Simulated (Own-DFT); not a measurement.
# Bulk modulus against bond length in tetrahedral crystals

The numbers are computed, not measured, by runs of the plane-wave DFT program Own-DFT (in-house, retired, unreviewed) at fixed positions, with no spin and no spin-orbit coupling.

Limits (not all hold for every row): forces on such cells moved up to 12 meV/angstrom on a denser k mesh; forces not confirmed at this smearing and k mesh; k mesh not checked against a denser one; forces on such cells passed a denser k mesh, each cell not checked; stress not checked against mesh or cutoff.

All runs are PBE with PseudoDojo norm-conserving files; cutoff and k mesh are each material's own. Every cell starts from measured lattice constants and was given uniform random strains and small random moves of its atoms. Each triple is the change of volume in per cent, the rms move u in Å and the pressure in GPa.

- 2H SiC (C36Si36), 10.36 Å³/atom unstrained: (-1.48, 0.052, 9.55); (-0.54, 0.047, 6.65); (0.85, 0.052, 3.16); (1.25, 0.051, 2.96); (1.60, 0.052, 2.25); (1.69, 0.050, 1.43); (2.98, 0.045, -1.47)
- wurtzite AlN (Al36N36), 10.45 Å³/atom unstrained: (-3.30, 0.050, 13.46); (-2.02, 0.048, 10.13); (-1.11, 0.047, 8.00); (-1.08, 0.049, 7.96); (-1.04, 0.053, 8.33); (-0.45, 0.053, 7.06); (3.47, 0.047, -1.29)
- wurtzite GaN (Ga36N36), 11.42 Å³/atom unstrained: (-2.74, 0.049, 13.50); (-2.14, 0.053, 12.83); (-1.37, 0.053, 10.95); (-0.46, 0.047, 8.79); (-0.43, 0.051, 8.50); (0.17, 0.054, 7.55); (3.90, 0.051, 0.35)
- diamond silicon (Si64), 20.02 Å³/atom unstrained: withheld
- zincblende GaAs (As32Ga32), 22.58 Å³/atom unstrained: (-3.23, 0.052, 6.82); (-1.00, 0.050, 5.02); (-0.07, 0.046, 4.12); (0.96, 0.049, 3.43); (1.60, 0.054, 2.98); (2.82, 0.047, 1.93); (3.84, 0.051, 1.34)
- grey tin (Sn64), 34.15 Å³/atom unstrained: (-3.17, 0.049, 5.73); (-1.96, 0.049, 4.84); (-1.74, 0.050, 4.70); (-0.99, 0.048, 4.15); (-0.89, 0.045, 4.19); (-0.49, 0.045, 3.98); (2.10, 0.050, 2.74)

## Working it out

Fit a line to each set against the fractional change of volume; B is minus its slope, and u is nearly the same within a set. To take it to zero pressure, assume that B rises by 4 GPa for each GPa: B0 = B - 4 x (mean pressure). The bond length of an ideal tetrahedral crystal with the unstrained volume v is d = (√3/4)(8 v)^(1/3). Cohen's empirical rule reads B0 = (1971 - 220 L) d^(-3.5) GPa, with L = 0 for group IV crystals and SiC and 1 for III-V compounds.

| material | L | d (Å) | B (GPa) | mean P (GPa) | B0 (GPa) | rule (GPa) |
|---|---|---|---|---|---|---|
| 2H SiC (C36Si36) | 0 | 1.888 | 240 ± 10 | 3.5 | 226 ± 10 | 213 |
| wurtzite AlN (Al36N36) | 1 | 1.893 | 214 ± 6 | 7.7 | 183 ± 6 | 188 |
| wurtzite GaN (Ga36N36) | 1 | 1.950 | 202 ± 6 | 8.9 | 167 ± 6 | 169 |
| diamond silicon (Si64) | 0 | 2.352 | ? | ? | ? | 99 |
| zincblende GaAs (As32Ga32) | 1 | 2.448 | 78 ± 2 | 3.7 | 64 ± 2 | 76 |
| grey tin (Sn64) | 0 | 2.810 | 56 ± 3 | 4.3 | 38 ± 3 | 53 |

A line through ln[B0/(1971 - 220 L)] against ln d has a slope of -4.3 ± 0.1 and a scatter of 4 %. Against the rule, B0 stands at 106 % for 2H SiC, 98 % for wurtzite AlN, 98 % for wurtzite GaN, 83 % for zincblende GaAs, 72 % for grey tin. PBE tends to make silicon and heavier crystals too soft, and the rule itself is only a guide.

## Test on the hidden row

Q: what B0 does the fitted trend give for diamond silicon (Si64)?

From the line: 84 GPa. Its own runs give B = 100 ± 3 GPa at a mean pressure of 3.3 GPa, so B0 = 87 GPa.
